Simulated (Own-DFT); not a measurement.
# What random displacements cost in 4H SiC, 32 atoms (C16Si16)

Calculated results; nothing here was measured. They come from Own-DFT, an in-house plane-wave density functional program, since retired, whose code no person has reviewed. Each row is one single-point run on a periodic cell that was not relaxed, without spin or spin-orbit coupling.

Settings of every run: PBE; PseudoDojo norm-conserving scalar-relativistic files; cutoff 42 hartree; 5 x 5 x 3 k mesh centred on Gamma; Fermi-Dirac smearing of 0.1 eV.

Known limits: forces on such cells passed a denser k mesh, each cell not checked; stress not checked against mesh or cutoff.

Cell vectors in Å: (6.165, 0.000, 0.000); (-3.083, 5.339, 0.000); (0.000, 0.000, 10.068). In each run every atom was moved at random and independently from its ideal site; u is the rms move along one axis. E is the free energy for each atom above the fitted value at u = 0, and F the rms of the force components.

| run | u (Å) | E (meV/atom) | F (eV/Å) | largest force (eV/Å) | P (GPa) |
|---|---|---|---|---|---|
| 1 | 0.0274 | 28.6 | 0.741 | 2.55 | 3.59 |
| 2 | 0.0314 | ? | ? | ? | ? |
| 3 | 0.0590 | 130.1 | 1.695 | 4.71 | 6.12 |
| 4 | 0.0597 | 126.0 | 1.655 | 5.35 | 5.67 |
| 5 | 0.0958 | 366.1 | 3.246 | 10.15 | 12.54 |
| 6 | 0.1081 | 424.8 | 3.219 | 11.04 | 13.11 |
| 7 | 0.1120 | 412.7 | 2.998 | 10.54 | 11.56 |

## Worked fit

For small independent moves the energy grows as E = (3/2) K u², with K the mean stiffness felt by one atom. The runs with u up to 0.11 Å give K = 24.9 ± 0.8 eV/Å², with residuals divided by u² + 0.0006 Å², since the noise grows with the moves. The scatter is 5.5 meV/atom at u = 0.05 Å. The forces follow F = G u with G = 29.5 eV/Å²; no force at u = 0 is resolved. G exceeds K because the moves of its neighbours add to the force on an atom, and stiffness differs between atoms. The pressure follows P = 2.79 + 944 u² GPa: at fixed volume, shortened bonds push harder than stretched ones pull.

## Withheld run

Question: what energy and rms force should run 2 give?

The fit gives 37 ± 3 meV/atom and about 0.93 eV/Å. The calculation gave 38.6 meV/atom and 0.883 eV/Å.
